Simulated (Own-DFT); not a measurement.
# One host, several defects: wurtzite GaN

Everything here is calculated. The program is Own-DFT (plane waves, in-house, since retired, never reviewed by a person); positions were held fixed, and spin and spin-orbit coupling were off.

Method: PBE; PseudoDojo norm-conserving scalar-relativistic files; cutoff 42 hartree; 4 x 4 x 3 k mesh centred on Gamma; Fermi-Dirac smearing of 0.1 eV.

Limits (not all hold for every row): not probed for a lower state with spin; forces not confirmed at this smearing and k mesh; stress not checked against mesh or cutoff.

All runs share one cell, with vectors in Å (9.567, 0.000, 0.000); (-4.784, 8.285, 0.000); (0.000, 0.000, 10.370) and a volume of 822.0 Å³. The atoms are randomly displaced, by u rms on each axis. The defect's site can differ from row to row.

| cell | formula | u (Å) | P (GPa) |
|---|---|---|---|
| no defect | Ga36N36 | 0.0200 | 5.91 |
| no defect | Ga36N36 | 0.0206 | 5.94 |
| no defect | Ga36N36 | 0.0509 | 7.56 |
| one Ga on an N site | Ga37N35 | 0.0280 | 11.84 |
| one Ga on an N site | Ga37N35 | 0.0305 | 12.12 |
| one Ga on an N site | Ga37N35 | 0.0546 | 14.35 |
| one N on a Ga site | Ga35N37 | 0.0285 | ? |
| one N on a Ga site | Ga35N37 | 0.0301 | 5.55 |
| one N on a Ga site | Ga35N37 | 0.0503 | 6.91 |
| one N on a Ga site | Ga35N37 | 0.0537 | 6.95 |

## Fit

P = P0 + c u² + a shift for each defect gives P0 = 5.47 GPa, c = 883 ± 84 GPa/Å² and a scatter of 0.24 GPa. The shifts, and each times the cell's volume:

- one Ga on an N site: 5.92 ± 0.20 GPa, 30.4 eV
- one N on a Ga site: -0.86 ± 0.22 GPa, -4.4 eV

Positive is outwards. The product with the volume (160.2 GPa Å³ to the eV) is nearly free of the cell's size; divided by the bulk modulus at the cell's pressure it gives the volume that the defect adds. The atoms around the defects weren't relaxed, which would change these numbers.

## The run left out

Asked: what pressure belongs in the blank (one N on a Ga site, u = 0.0285 Å)?

The fitted form gives 5.33 ± 0.30 GPa. Computed: 5.54 GPa.
